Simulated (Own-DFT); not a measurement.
# Which defects push the lattice out? wurtzite GaN

Source: density functional calculations with Own-DFT, an unreviewed in-house program that is no longer used. Nothing was measured or relaxed, and spin and spin-orbit coupling are left out.

Common settings: PBE; PseudoDojo norm-conserving scalar-relativistic files; cutoff 42 hartree; 4 x 4 x 3 k mesh centred on Gamma; Fermi-Dirac smearing of 0.1 eV.

Keep in mind (not all hold for every row): some atoms lie very close together; not probed for a lower state with spin; forces not confirmed at this smearing and k mesh; stress not checked against mesh or cutoff.

All runs share one cell, with vectors in Å (9.567, 0.000, 0.000); (-4.784, 8.285, 0.000); (0.000, 0.000, 10.370) and a volume of 822.0 Å³. The atoms are randomly displaced, by u rms on each axis. The defect's site can differ from row to row.

| cell | formula | u (Å) | P (GPa) |
|---|---|---|---|
| no defect | Ga36N36 | 0.0210 | 5.93 |
| no defect | Ga36N36 | 0.0446 | 6.99 |
| no defect | Ga36N36 | 0.0516 | 7.63 |
| one N on a Ga site | Ga35N37 | 0.0322 | 5.54 |
| one N on a Ga site | Ga35N37 | 0.0488 | 6.90 |
| one N on a Ga site | Ga35N37 | 0.0503 | 6.51 |
| one Ga on an N site | Ga37N35 | 0.0291 | ? |
| one Ga on an N site | Ga37N35 | 0.0291 | 12.03 |
| one Ga on an N site | Ga37N35 | 0.0495 | 13.93 |
| one Ga on an N site | Ga37N35 | 0.0517 | 13.85 |

## Worked fit

P = P0 + c u² + a shift for each defect gives P0 = 5.38 GPa, c = 865 ± 102 GPa/Å² and a scatter of 0.25 GPa. The shifts, and each times the cell's volume:

- one Ga on an N site: 6.17 ± 0.21 GPa, 31.6 eV
- one N on a Ga site: -0.78 ± 0.20 GPa, -4.0 eV

Positive is outwards. The product with the volume (160.2 GPa Å³ to the eV) is nearly free of the cell's size; divided by the bulk modulus at the cell's pressure it gives the volume that the defect adds. The atoms around the defects weren't relaxed, which would change these numbers.

## Withheld run

Question: what pressure belongs in the blank (one Ga on an N site, u = 0.0291 Å)?

The fit gives 12.28 ± 0.31 GPa. DFT gave 12.07 GPa.
